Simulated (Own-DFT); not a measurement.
# PBE against PBEsol on the same cells

Calculated results; nothing here was measured. They come from Own-DFT, an in-house plane-wave density functional program, since retired, whose code no person has reviewed. Each row is one single-point run on a periodic cell that was not relaxed, without spin or spin-orbit coupling.

Known limits, some of them of some rows only: not probed for a lower state with spin; forces on such cells failed a check on a denser k mesh; forces on such cells moved up to 12 meV/angstrom on a denser k mesh; forces on such cells passed a denser k mesh, each cell not checked; stress not checked against mesh or cutoff.

Each cell was run twice at the same cutoff, k mesh and smearing, with PBE and with PBEsol, on PseudoDojo norm-conserving files made for PBE. Atoms were moved at random from their sites; u is the rms move along one axis. Files made for PBEsol would give a somewhat different change.

```
cell,atoms,volume (Å³/atom),u (Å),cutoff (hartree),P with PBE (GPa),P with PBEsol (GPa),change (GPa)
D0_22 TiAl3 with two Al on a Ti site each (Al32Ti8),40,15.63,0.077,42,4.75,3.06,-1.69
D0_22 TiAl3 with two Al on a Ti site each (Al32Ti8),40,15.63,0.074,42,4.41,2.71,-1.70
D0_22 TiAl3 with two Al on a Ti site each (Al32Ti8),40,15.63,0.081,42,4.89,3.20,-1.69
diamond-structure SiGe in clusters (Ge48Si16),64,21.97,0.063,42,4.00,1.28,-2.72
diamond-structure SiGe in clusters (Ge48Si16),64,21.97,0.059,42,4.05,1.33,-2.72
diamond-structure SiGe in clusters (Ge48Si16),64,21.97,0.056,42,3.81,?,?
diamond-structure SiGeSn with randomly placed atoms (Ge44Si16Sn4),64,22.58,0.031,49,4.20,1.53,-2.67
diamond-structure SiGeSn with randomly placed atoms (Ge44Si16Sn4),64,22.58,0.033,49,4.00,1.33,-2.67
diamond-structure SiGeSn with randomly placed atoms (Ge44Si16Sn4),64,22.58,0.030,49,3.88,1.22,-2.66
wurtzite AlGaN with randomly placed atoms (Al27Ga9N36),72,10.95,0.046,42,0.95,-2.06,-3.02
wurtzite AlGaN with randomly placed atoms (Al27Ga9N36),72,10.68,0.031,42,5.19,2.07,-3.12
wurtzite AlGaN with randomly placed atoms (Al27Ga9N36),72,10.68,0.029,42,5.24,2.11,-3.13
```

## Worked reading

Mean change of pressure by composition, in GPa: Al3GaN4, -3.09; Ge3Si, -2.72; Ge11Si4Sn, -2.67; Al4Ti, -1.70. At a fixed cell PBEsol gives the lower pressure, because it favours a smaller volume than PBE. Here the change varies more between materials than between cells of one material.

## Withheld value

Question: what PBEsol pressure should the Ge48Si16 cell with the blank give?

Adding the mean change of the cells with its composition, -2.72 GPa, to 3.81 gives 1.1 GPa. The calculation gave 1.09 GPa.
